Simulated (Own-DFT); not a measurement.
Simulation results for SiC (4H silicon carbide, atoms displaced)

A calculation, not a measurement: plane-wave PBE density functional theory by an unreviewed code, no spin, of a simulated periodic cell, stress positive in tension, free energy of the whole cell less one offset for each atom, forces on such cells passed a denser k mesh, this cell's mesh not checked; offsets are fitted by least squares, one for each functional and potential file, so energies compare only between cells with the same atoms and settings and are not formation energies; the far tail of each file's local potential was reset to the Coulomb form; each entry is a single point on an unrelaxed cell, so the pressure reflects the starting lattice, mostly measured values (interpolated for alloys), from which strain is counted, and rises with the displacements; printed positions are rounded, which can move forces by about a meV/angstrom; the program, named Own-DFT, is a retired in-house code; no spin-orbit coupling. Program: Own-DFT development build.

Common to all runs: functional PBE; potential files PseudoDojo norm-conserving, scalar-relativistic, standard set; wave cutoff 42 hartree; occupations Fermi-Dirac; smearing width 0.1 eV; hardware one NVIDIA H100; k mesh 4 x 4 x 3 centred on Gamma.

```json
{"entry": 1, "formula": "SiC", "kind": "4H silicon carbide, atoms displaced", "structure": {"cell_angstrom": [[9.2481, 0.0, 0.0], [-4.6241, 8.0091, 0.0], [0.0, 0.0, 10.0681]], "atoms_fractional": [["Si", 0.99865, 0.00247, 0.40054], ["Si", 0.11184, 0.21742, 0.15847], ["C", 0.00397, 0.00792, 0.08482], ["C", 0.12796, 0.23522, 0.35044], ["Si", 0.99568, 0.32397, 0.40139], ["Si", 0.12379, 0.5633, 0.1556], ["C", 0.01039, 0.34041, 0.08922], ["C", 0.1155, 0.54615, 0.35432], ["Si", 0.01528, 0.67425, 0.40204], ["Si", 0.10662, 0.88938, 0.16347], ["C", 0.00519, 0.67126, 0.09835], ["C", 0.11476, 0.89076, 0.34856], ["Si", 0.32505, 0.98975, 0.41224], ["Si", 0.44511, 0.21414, 0.16167], ["C", 0.34291, 0.0034, 0.09243], ["C", 0.43492, 0.22039, 0.33716], ["Si", 0.3304, 0.3227, 0.39926], ["Si", 0.44552, 0.55576, 0.15841], ["C", 0.33719, 0.33898, 0.08984], ["C", 0.44775, 0.55082, 0.3422], ["Si", 0.31926, 0.66081, 0.40353], ["Si", 0.43981, 0.8894, 0.145], ["C", 0.32133, 0.65894, 0.09692], ["C", 0.45171, 0.88998, 0.34462], ["Si", 0.65443, 0.9887, 0.41021], ["Si", 0.7831, 0.21632, 0.15748], ["C", 0.66496, 0.00782, 0.10202], ["C", 0.77462, 0.22215, 0.33937], ["Si", 0.66393, 0.33853, 0.40113], ["Si", 0.78467, 0.56298, 0.16005], ["C", 0.669, 0.33208, 0.10896], ["C", 0.78003, 0.56251, 0.34558], ["Si", 0.67649, 0.67677, 0.40949], ["Si", 0.7734, 0.87775, 0.15953], ["C", 0.66371, 0.67489, 0.09088], ["C", 0.78115, 0.89602, 0.342], ["Si", 0.00605, 0.99655, 0.91287], ["Si", 0.88768, 0.77386, 0.66312], ["C", 0.00073, 0.0003, 0.58595], ["C", 0.88838, 0.78804, 0.85074], ["Si", 0.01003, 0.6814, 0.90689], ["Si", 0.88296, 0.44176, 0.65445], ["C", 0.99823, 0.66014, 0.60379], ["C", 0.89865, 0.45176, 0.85368], ["Si", 0.99466, 0.32166, 0.9162], ["Si", 0.88704, 0.10467, 0.65617], ["C", 0.01226, 0.34109, 0.59748], ["C", 0.88317, 0.1059, 0.83748], ["Si", 0.66418, 0.00358, 0.90834], ["Si", 0.56155, 0.7846, 0.66577], ["C", 0.65364, 0.00184, 0.59592], ["C", 0.55447, 0.77753, 0.84108], ["Si", 0.65648, 0.66424, 0.89999], ["Si", 0.55946, 0.4409, 0.6642], ["C", 0.67411, 0.67021, 0.59444], ["C", 0.55695, 0.4468, 0.84937], ["Si", 0.67765, 0.34763, 0.89953], ["Si", 0.55308, 0.11074, 0.65575], ["C", 0.66722, 0.33097, 0.59128], ["C", 0.55025, 0.11238, 0.8497], ["Si", 0.33396, 0.00333, 0.90382], ["Si", 0.22235, 0.77798, 0.65626], ["C", 0.33278, 0.00705, 0.59282], ["C", 0.2242, 0.7846, 0.83621], ["Si", 0.33345, 0.66923, 0.90835], ["Si", 0.22943, 0.44402, 0.66471], ["C", 0.32092, 0.65553, 0.59849], ["C", 0.22478, 0.44342, 0.83607], ["Si", 0.34844, 0.33874, 0.90591], ["Si", 0.21333, 0.09961, 0.66666], ["C", 0.33187, 0.32201, 0.58331], ["C", 0.22509, 0.11031, 0.84827]]}, "results": {"free_energy_of_cell_above_offsets [eV]": "-4.402", "pressure [GPa]": 5.6, "stress_xx [GPa]": -5.34, "stress_yy [GPa]": -4.16, "stress_zz [GPa]": -7.31, "stress_yz [GPa]": -1.18, "stress_xz [GPa]": 0.02, "stress_xy [GPa]": -1.56, "force_element": ["Si", "Si", "C", "C", "Si", "Si", "C", "C", "Si", "Si", "C", "C", "Si", "Si", "C", "C", "Si", "Si", "C", "C", "Si", "Si", "C", "C", "Si", "Si", "C", "C", "Si", "Si", "C", "C", "Si", "Si", "C", "C", "Si", "Si", "C", "C", "Si", "Si", "C", "C", "Si", "Si", "C", "C", "Si", "Si", "C", "C", "Si", "Si", "C", "C", "Si", "Si", "C", "C", "Si", "Si", "C", "C", "Si", "Si", "C", "C", "Si", "Si", "C", "C"], "force_x [eV/angstrom]": [0.905, 0.393, -0.164, -3.915, -0.181, -3.788, -0.3, -3.351, -1.867, 1.494, 0.037, -1.084, 1.789, -0.287, -2.828, 2.229, 1.887, -0.058, 0.608, -0.556, 5.045, 1.428, 3.945, -3.429, 1.416, -1.149, 1.538, 0.531, 0.257, -0.879, 0.252, 1.175, -0.985, -0.97, 0.959, 0.058, -1.746, 0.543, -0.365, 0.593, -0.48, 2.572, -0.468, -0.424, 0.607, -0.499, -1.713, 0.652, 0.672, -1.356, 2.896, -0.835, 1.515, -1.524, -1.112, 1.373, 0.429, -1.102, -0.492, 1.175, 0.349, 0.245, 0.395, 0.673, -0.564, -0.181, 1.71, 0.349, -3.525, -0.08, 0.198, -0.639], "force_y [eV/angstrom]": [0.767, 2.302, -1.748, -3.845, 0.649, -2.641, -1.261, 0.252, -2.502, 0.806, 0.325, -0.004, 2.484, 1.994, -0.815, -1.557, 3.443, -0.269, -1.265, 1.053, 1.231, -0.491, 2.941, -1.906, 2.624, 2.706, -2.881, -0.657, -0.713, -1.414, 0.968, 0.545, -1.453, 3.239, -2.109, -0.601, 1.813, 1.11, -1.189, -2.286, -1.534, -0.403, 1.613, -0.086, 1.423, 1.838, -2.135, -0.014, -0.137, -1.501, -0.925, 0.635, 1.713, -0.004, -0.376, 0.522, -1.935, 0.702, 0.12, 1.237, -0.572, -0.422, -1.804, 0.078, -1.148, -1.069, 2.359, -0.141, -1.239, 2.031, 0.954, 0.573], "force_z [eV/angstrom]": [1.358, -0.536, 4.412, -2.906, 2.517, 1.728, 3.213, -3.355, 2.061, -1.633, -0.347, -0.966, -1.128, -2.108, -0.442, 2.095, 2.171, 0.002, 0.779, 0.944, 2.174, 2.75, -1.927, -1.05, -0.206, -0.069, -2.26, 1.76, -0.056, -0.636, -2.35, 0.26, -0.327, -1.17, -0.552, 0.679, -2.79, -1.222, 1.633, -0.755, 0.246, 0.953, -1.825, -1.331, -3.979, -1.238, -0.797, 2.454, 0.246, -3.502, -0.303, 2.544, 1.864, -2.914, 1.279, -1.415, 3.162, 0.823, 0.326, -1.478, 0.918, -0.868, 0.953, 2.465, -1.271, -4.019, -0.872, 4.661, 0.578, -2.745, 3.212, 0.126], "wall_time [s]": 352.3}}
{"entry": 2, "formula": "SiC", "kind": "4H silicon carbide, atoms displaced", "structure": {"cell_angstrom": [[9.2481, 0.0, 0.0], [-4.6241, 8.0091, 0.0], [0.0, 0.0, 10.0681]], "atoms_fractional": [["Si", 0.99983, 0.99976, 0.41016], ["Si", 0.10542, 0.2095, 0.15365], ["C", 0.00794, 0.00883, 0.09097], ["C", 0.10896, 0.21585, 0.34123], ["Si", 0.00535, 0.33648, 0.40935], ["Si", 0.11275, 0.55393, 0.15094], ["C", 0.00278, 0.32826, 0.08369], ["C", 0.11262, 0.55181, 0.34811], ["Si", 0.00843, 0.66896, 0.4161], ["Si", 0.10553, 0.88462, 0.15615], ["C", 0.01402, 0.67104, 0.10925], ["C", 0.10624, 0.89537, 0.34208], ["Si", 0.33087, 0.99803, 0.40363], ["Si", 0.45513, 0.23737, 0.15178], ["C", 0.33292, 0.00114, 0.09159], ["C", 0.45134, 0.23172, 0.34947], ["Si", 0.34249, 0.33969, 0.41046], ["Si", 0.44979, 0.56338, 0.15626], ["C", 0.33183, 0.34654, 0.09631], ["C", 0.43072, 0.55065, 0.34716], ["Si", 0.33036, 0.66345, 0.40242], ["Si", 0.4515, 0.88635, 0.14808], ["C", 0.3339, 0.6594, 0.09792], ["C", 0.4404, 0.87756, 0.34979], ["Si", 0.66845, 0.99675, 0.40396], ["Si", 0.77151, 0.22042, 0.14229], ["C", 0.66301, 0.99803, 0.10036], ["C", 0.77611, 0.22914, 0.34489], ["Si", 0.65425, 0.32811, 0.40937], ["Si", 0.7814, 0.55323, 0.15991], ["C", 0.65784, 0.33663, 0.09513], ["C", 0.77042, 0.55814, 0.34381], ["Si", 0.66792, 0.67026, 0.40517], ["Si", 0.7752, 0.89509, 0.16285], ["C", 0.66566, 0.66086, 0.10234], ["C", 0.7725, 0.88588, 0.35153], ["Si", 0.99236, 0.99085, 0.8882], ["Si", 0.88652, 0.7686, 0.6538], ["C", 0.99742, 0.99865, 0.59142], ["C", 0.8838, 0.77404, 0.84647], ["Si", 0.99832, 0.67323, 0.9067], ["Si", 0.895, 0.4582, 0.65882], ["C", 0.9951, 0.6666, 0.60246], ["C", 0.89802, 0.4385, 0.82955], ["Si", 0.00888, 0.33647, 0.91123], ["Si", 0.89658, 0.12544, 0.65021], ["C", 0.99407, 0.33698, 0.59043], ["C", 0.88007, 0.12119, 0.84361], ["Si", 0.67, 0.01202, 0.90148], ["Si", 0.55801, 0.78503, 0.65033], ["C", 0.65585, 0.99467, 0.59137], ["C", 0.55769, 0.77774, 0.83746], ["Si", 0.68064, 0.67486, 0.91329], ["Si", 0.55621, 0.44252, 0.65113], ["C", 0.67581, 0.66087, 0.58695], ["C", 0.56373, 0.44596, 0.84257], ["Si", 0.66088, 0.32904, 0.89937], ["Si", 0.56183, 0.11498, 0.66066], ["C", 0.66207, 0.34287, 0.59907], ["C", 0.57029, 0.12162, 0.83947], ["Si", 0.33217, 0.00501, 0.91112], ["Si", 0.23154, 0.78724, 0.66468], ["C", 0.32108, 0.9978, 0.59109], ["C", 0.23665, 0.78885, 0.8496], ["Si", 0.32717, 0.66667, 0.90178], ["Si", 0.23431, 0.45621, 0.65012], ["C", 0.32372, 0.66828, 0.58686], ["C", 0.23199, 0.43774, 0.8459], ["Si", 0.33281, 0.33402, 0.90695], ["Si", 0.20815, 0.10584, 0.66329], ["C", 0.32335, 0.3379, 0.59099], ["C", 0.21959, 0.10443, 0.8458]]}, "results": {"free_energy_of_cell_above_offsets [eV]": "-3.959", "pressure [GPa]": 6.23, "stress_xx [GPa]": -5.91, "stress_yy [GPa]": -6.97, "stress_zz [GPa]": -5.8, "stress_yz [GPa]": 0.56, "stress_xz [GPa]": 0.5, "stress_xy [GPa]": 2.07, "force_element": ["Si", "Si", "C", "C", "Si", "Si", "C", "C", "Si", "Si", "C", "C", "Si", "Si", "C", "C", "Si", "Si", "C", "C", "Si", "Si", "C", "C", "Si", "Si", "C", "C", "Si", "Si", "C", "C", "Si", "Si", "C", "C", "Si", "Si", "C", "C", "Si", "Si", "C", "C", "Si", "Si", "C", "C", "Si", "Si", "C", "C", "Si", "Si", "C", "C", "Si", "Si", "C", "C", "Si", "Si", "C", "C", "Si", "Si", "C", "C", "Si", "Si", "C", "C"], "force_x [eV/angstrom]": [-0.623, 0.355, -1.053, -0.071, -0.869, 1.269, -1.428, -1.023, -1.595, 0.518, -2.647, 1.652, 0.107, -3.546, 0.514, -1.702, -1.846, -0.381, 1.345, 2.557, -0.557, -3.159, -0.836, -0.328, -2.067, 0.502, 1.025, 0.784, 3.003, -0.139, 3.783, 1.999, -0.791, 2.019, 0.815, 1.069, -0.998, -1.546, -0.796, 1.479, 2.319, -0.4, 2.508, -1.256, -0.077, -1.438, 1.199, 3.501, 0.382, 0.551, 1.532, -0.125, -3.61, -2.553, -2.568, -1.546, 1.542, -1.66, 3.151, -2.695, 1.659, -1.044, 1.136, -2.34, 3.223, -2.462, 1.555, -3.075, 2.22, 1.842, 2.594, -0.857], "force_y [eV/angstrom]": [0.44, 3.693, -4.159, 0.822, -1.225, -1.22, 0.448, 0.616, -0.304, 2.419, -1.428, -1.365, 0.422, -2.43, 0.572, -2.386, -1.574, -1.676, -2.035, 1.237, -0.037, -0.774, 1.818, 2.274, 1.425, 1.24, 0.825, -0.995, 2.279, 0.699, 0.682, -0.631, -1.473, -0.86, 2.229, 0.959, 2.844, 1.691, -0.3, 0.348, -1.586, -2.894, 1.581, 1.642, 0.019, -2.119, 1.305, -0.833, -2.96, -2.33, 2.343, 0.6, -2.243, 1.116, 0.846, 0.458, 2.321, 0.138, -2.322, -1.808, 0.163, -0.704, 1.142, -0.734, -0.885, -1.067, 0.914, 2.028, -0.238, 1.306, -1.299, 0.989], "force_z [eV/angstrom]": [-1.135, 1.171, -1.581, 0.752, -1.511, 2.14, 3.104, -1.183, -1.835, 0.547, -3.448, 0.7, 0.005, 1.914, 1.24, -1.769, -1.269, 1.239, -0.61, -0.749, 0.638, 2.32, -1.99, -2.046, 0.461, 2.903, -2.605, -0.741, 0.521, 0.694, -2.528, 0.706, -0.163, -0.404, -1.212, -1.211, 3.153, 0.418, 1.756, -1.507, 0.507, -2.357, -1.006, 5.319, -3.521, 0.938, 0.56, -1.176, 0.89, 0.422, -0.311, 1.389, -0.305, 1.6, 1.004, 0.008, 0.845, -2.32, -1.311, 1.362, -0.637, -1.44, 1.072, -0.507, 1.28, 1.607, 1.377, -1.723, 0.871, -2.028, 0.907, -0.203], "wall_time [s]": 353.3}}
{"entry": 3, "formula": "SiC", "kind": "4H silicon carbide, atoms displaced", "structure": {"cell_angstrom": [[9.2481, 0.0, 0.0], [-4.6241, 8.0091, 0.0], [0.0, 0.0, 10.0681]], "atoms_fractional": [["Si", 0.00501, 0.01597, 0.40565], ["Si", 0.1078, 0.23011, 0.15931], ["C", 0.9967, 0.00915, 0.08843], ["C", 0.122, 0.22918, 0.35043], ["Si", 0.9984, 0.32585, 0.41575], ["Si", 0.11939, 0.5595, 0.15666], ["C", 0.9983, 0.31412, 0.0851], ["C", 0.10988, 0.56192, 0.34233], ["Si", 0.99531, 0.66397, 0.41028], ["Si", 0.0935, 0.88261, 0.15485], ["C", 0.00605, 0.66665, 0.09594], ["C", 0.11778, 0.89116, 0.34192], ["Si", 0.3302, 0.99363, 0.40557], ["Si", 0.44797, 0.21869, 0.1535], ["C", 0.32902, 0.00076, 0.09513], ["C", 0.45035, 0.22077, 0.33868], ["Si", 0.328, 0.34412, 0.4053], ["Si", 0.43805, 0.55818, 0.15925], ["C", 0.33477, 0.32684, 0.10051], ["C", 0.44518, 0.55749, 0.34112], ["Si", 0.33158, 0.66589, 0.40196], ["Si", 0.44168, 0.88182, 0.14831], ["C", 0.33356, 0.66243, 0.09755], ["C", 0.43959, 0.88402, 0.35221], ["Si", 0.66491, 0.98637, 0.4032], ["Si", 0.78065, 0.22567, 0.15738], ["C", 0.66714, 0.97837, 0.10375], ["C", 0.7757, 0.21931, 0.34195], ["Si", 0.66808, 0.32828, 0.41952], ["Si", 0.79321, 0.56691, 0.15662], ["C", 0.66607, 0.33402, 0.08294], ["C", 0.77709, 0.55331, 0.34556], ["Si", 0.68233, 0.67976, 0.40704], ["Si", 0.77962, 0.88915, 0.16128], ["C", 0.65968, 0.66511, 0.09411], ["C", 0.78432, 0.88247, 0.33566], ["Si", 0.00632, 0.01059, 0.89064], ["Si", 0.89638, 0.77974, 0.65275], ["C", 0.99323, 0.98839, 0.58765], ["C", 0.8967, 0.78077, 0.84299], ["Si", 0.99981, 0.67023, 0.90836], ["Si", 0.87969, 0.447, 0.66113], ["C", 0.00121, 0.66808, 0.5897], ["C", 0.88472, 0.44642, 0.84698], ["Si", 0.98308, 0.32336, 0.90555], ["Si", 0.89745, 0.10402, 0.65125], ["C", 0.99357, 0.33703, 0.59385], ["C", 0.89519, 0.11282, 0.85046], ["Si", 0.67009, 0.00382, 0.90164], ["Si", 0.55968, 0.77946, 0.6592], ["C", 0.67112, 0.0104, 0.58816], ["C", 0.55314, 0.7713, 0.83774], ["Si", 0.67182, 0.67052, 0.9111], ["Si", 0.55403, 0.44385, 0.64547], ["C", 0.67868, 0.66477, 0.60318], ["C", 0.5641, 0.44386, 0.83973], ["Si", 0.672, 0.32639, 0.9071], ["Si", 0.55441, 0.09632, 0.65522], ["C", 0.67183, 0.33553, 0.59925], ["C", 0.55697, 0.12247, 0.84977], ["Si", 0.33651, 0.00032, 0.90483], ["Si", 0.22239, 0.78631, 0.65719], ["C", 0.34469, 0.01114, 0.59498], ["C", 0.22234, 0.77411, 0.84287], ["Si", 0.33018, 0.66178, 0.89797], ["Si", 0.20973, 0.44252, 0.66088], ["C", 0.33418, 0.66527, 0.59672], ["C", 0.21558, 0.44306, 0.84992], ["Si", 0.33283, 0.32791, 0.89817], ["Si", 0.22528, 0.10747, 0.6556], ["C", 0.34163, 0.33517, 0.58691], ["C", 0.22309, 0.11004, 0.84602]]}, "results": {"free_energy_of_cell_above_offsets [eV]": "-4.493", "pressure [GPa]": 5.52, "stress_xx [GPa]": -5.89, "stress_yy [GPa]": -4.7, "stress_zz [GPa]": -5.97, "stress_yz [GPa]": -0.1, "stress_xz [GPa]": -0.88, "stress_xy [GPa]": -0.13, "force_element": ["Si", "Si", "C", "C", "Si", "Si", "C", "C", "Si", "Si", "C", "C", "Si", "Si", "C", "C", "Si", "Si", "C", "C", "Si", "Si", "C", "C", "Si", "Si", "C", "C", "Si", "Si", "C", "C", "Si", "Si", "C", "C", "Si", "Si", "C", "C", "Si", "Si", "C", "C", "Si", "Si", "C", "C", "Si", "Si", "C", "C", "Si", "Si", "C", "C", "Si", "Si", "C", "C", "Si", "Si", "C", "C", "Si", "Si", "C", "C", "Si", "Si", "C", "C"], "force_x [eV/angstrom]": [1.833, 3.761, 0.912, -3.236, -1.238, -1.016, -3.407, 0.688, 0.435, 1.876, -0.141, -2.31, 0.558, -0.336, 0.603, -0.697, 4.487, 2.647, -1.385, 0.255, -0.036, -0.464, -0.971, 1.04, -1.085, -0.321, -3.908, 1.055, -0.716, -2.634, 1.311, 0.269, -0.76, 1.94, 1.674, -0.446, 0.705, -0.173, 1.315, -0.874, 0.816, 1.82, 0.425, 1.261, 2.043, -2.781, 0.78, -2.027, -0.158, 0.067, 2.621, 0.04, -0.128, 1.169, -2.081, -1.2, -2.494, -0.882, -1.181, 1.694, -0.619, 1.333, -1.186, -0.609, 0.524, 1.93, -0.502, 0.063, 0.482, -0.301, -2.74, 0.616], "force_y [eV/angstrom]": [-2.965, -2.112, -1.336, -0.369, 1.705, -1.578, 3.605, -1.784, 0.854, 2.512, 0.078, -0.538, 2.061, 0.699, -1.394, 0.165, -0.497, -1.886, 1.157, 1.271, -0.335, 1.204, 0.505, 0.248, 1.63, -1.393, 3.785, -0.358, 0.098, -2.573, 0.257, 0.024, -3.393, -1.382, 0.461, 2.459, -2.397, -1.549, 2.225, 0.791, -0.334, 0.44, 0.004, 0.118, 2.526, 1.671, -1.075, -0.701, -1.778, -0.732, -2.609, 1.414, -1.137, 0.001, 1.29, -0.012, 3.193, 3.756, -1.595, -3.973, -0.514, -1.285, -2.175, 0.913, 0.392, 0.742, 0.426, -1.481, 2.024, 1.459, -0.826, -0.098], "force_z [eV/angstrom]": [-1.13, -0.141, 0.511, -1.222, -2.574, 0.038, 1.312, 0.598, -1.83, 0.077, -1.064, 0.77, -0.573, 0.685, -1.022, 1.9, -0.222, -0.795, -1.372, 1.25, 1.465, 1.933, -2.277, -1.783, -0.81, -0.576, -2.644, 1.225, -3.082, 0.004, 2.894, 0.189, 0.694, -2.743, 0.691, 2.957, 3.843, 1.321, 0.529, -0.201, -0.013, -0.126, 1.639, -0.294, -0.063, 1.08, 1.483, -3.429, 1.804, -1.779, 0.612, 1.86, -1.314, 2.694, -2.494, 0.176, -0.629, 1.238, -0.195, -2.072, 1.374, -0.722, -0.414, 0.26, 1.516, -0.404, -0.517, -1.098, 2.137, -0.377, 1.203, -1.957], "wall_time [s]": 342.3}}
```
